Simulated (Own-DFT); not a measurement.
# Point defects and the pressure they add: zincblende GaAs

Everything here is calculated. The program is Own-DFT (plane waves, in-house, since retired, never reviewed by a person); positions were held fixed, and spin and spin-orbit coupling were off.

Method: PBE; PseudoDojo norm-conserving scalar-relativistic files; cutoff 42 hartree; 3 x 3 x 3 k mesh centred on Gamma; Fermi-Dirac smearing of 0.1 eV.

Caveats (not all hold for every row): not probed for a lower state with spin; forces not confirmed at this smearing and k mesh; stress not checked against mesh or cutoff.

All runs share one cell, with vectors in Å (11.737, 0.000, 0.000); (0.000, 11.737, 0.000); (0.000, 0.000, 10.833) and a volume of 1492.4 Å³, strained against the parent crystal. The atoms are randomly displaced, by u rms on each axis. The defect's site can differ from row to row.

| cell | formula | u (Å) | P (GPa) |
|---|---|---|---|
| no defect | As32Ga32 | 0.0279 | 1.24 |
| no defect | As32Ga32 | 0.0307 | 1.28 |
| no defect | As32Ga32 | 0.0477 | 1.48 |
| one As vacancy and one Ga vacancy | As31Ga31 | 0.0314 | 0.96 |
| one As vacancy and one Ga vacancy | As31Ga31 | 0.0496 | 1.21 |
| one As vacancy and one Ga vacancy | As31Ga31 | 0.0515 | 1.28 |
| one P on an As site | As31Ga32P | 0.0300 | 1.00 |
| one P on an As site | As31Ga32P | 0.0308 | 1.02 |
| one P on an As site | As31Ga32P | 0.0319 | ? |
| one P on an As site | As31Ga32P | 0.0321 | 1.04 |
| one Al on a Ga site | AlAs32Ga31 | 0.0300 | 1.24 |
| one Al on a Ga site | AlAs32Ga31 | 0.0445 | 1.47 |
| one Al on a Ga site | AlAs32Ga31 | 0.0551 | 1.72 |
| one In on a Ga site | As32Ga31In | 0.0488 | 2.07 |
| one In on a Ga site | As32Ga31In | 0.0512 | 2.25 |
| one In on a Ga site | As32Ga31In | 0.0520 | 2.22 |

## Fit

P = P0 + c u² + a shift for each defect gives P0 = 1.07 GPa, c = 196 ± 18 GPa/Å² and a scatter of 0.04 GPa. The shifts, and each times the cell's volume:

- one In on a Ga site: 0.60 ± 0.04 GPa, 5.6 eV
- one Al on a Ga site: 0.02 ± 0.04 GPa, 0.2 eV (not resolved)
- one P on an As site: -0.24 ± 0.03 GPa, -2.2 eV
- one As vacancy and one Ga vacancy: -0.32 ± 0.04 GPa, -3.0 eV

Positive is outwards. The product with the volume (160.2 GPa Å³ to the eV) is nearly free of the cell's size; divided by the bulk modulus at the cell's pressure it gives the volume that the defect adds. The atoms around the defects weren't relaxed, which would change these numbers.

## Check

The question: what pressure belongs in the blank (one P on an As site, u = 0.0319 Å)?

Estimate: 1.03 ± 0.05 GPa. The hidden result is 1.02 GPa.
